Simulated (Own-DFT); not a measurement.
# What random displacements cost in 3C SiC, 64 atoms (C32Si32)

Calculated results; nothing here was measured. The program, named Own-DFT, is a retired in-house plane-wave density functional code that no person has reviewed. Each row is one single-point run on a periodic cell that was not relaxed, without spin or spin-orbit coupling.

Settings of every run: PBE; PseudoDojo norm-conserving scalar-relativistic files; cutoff 42 hartree; 4 x 4 x 4 k mesh centred on Gamma; Fermi-Dirac smearing of 0.1 eV.

Known limits, some of them of some rows only: some atoms lie very close together; forces on such cells passed a denser k mesh, each cell not checked; stress not checked against mesh or cutoff.

Cell vectors in Å: (8.719, 0.000, 0.000); (0.000, 8.719, 0.000); (0.000, 0.000, 8.719). In each run every atom was moved at random and independently from its ideal site; u is the rms move along one axis. E is the free energy for each atom above the fitted value at u = 0, and F the rms of the force components.

```
run   u (Å)  E (meV/atom)  F (eV/Å)  largest force (eV/Å)  P (GPa)
  1  0.0309          36.2     0.845                  4.12     3.74
  2  0.0326          40.1     0.835                  3.03     3.79
  3  0.0540             ?         ?                     ?        ?
  4  0.0577         136.0     1.801                  5.80     6.18
  5  0.0586         131.5     1.666                  5.65     5.75
  6  0.1038         407.7     3.388                 14.52    12.29
  7  0.1054         416.7     3.227                 18.45    12.17
  8  0.1403         798.4     5.847                 32.06    22.80
```

## Worked fit

For small independent moves the energy grows as E = (3/2) K u², with K the mean stiffness felt by one atom. The runs with u up to 0.11 Å give K = 25.6 ± 0.6 eV/Å², with residuals divided by u² + 0.0006 Å², since the noise grows with the moves. The scatter is 3.7 meV/atom at u = 0.05 Å. The forces follow F = G u with G = 29.4 eV/Å²; no force at u = 0 is resolved. G exceeds K because the moves of its neighbours add to the force on an atom, and stiffness differs between atoms. At u = 0.140 Å the parabola gives 756 meV/atom and the run 798. The pressure follows P = 3.00 + 845 u² GPa: at fixed volume, shortened bonds push harder than stretched ones pull.

## Withheld run

Question: what energy and rms force should run 3 give?

The fit gives 112 ± 5 meV/atom and about 1.59 eV/Å. The calculation gave 112.9 meV/atom and 1.556 eV/Å.
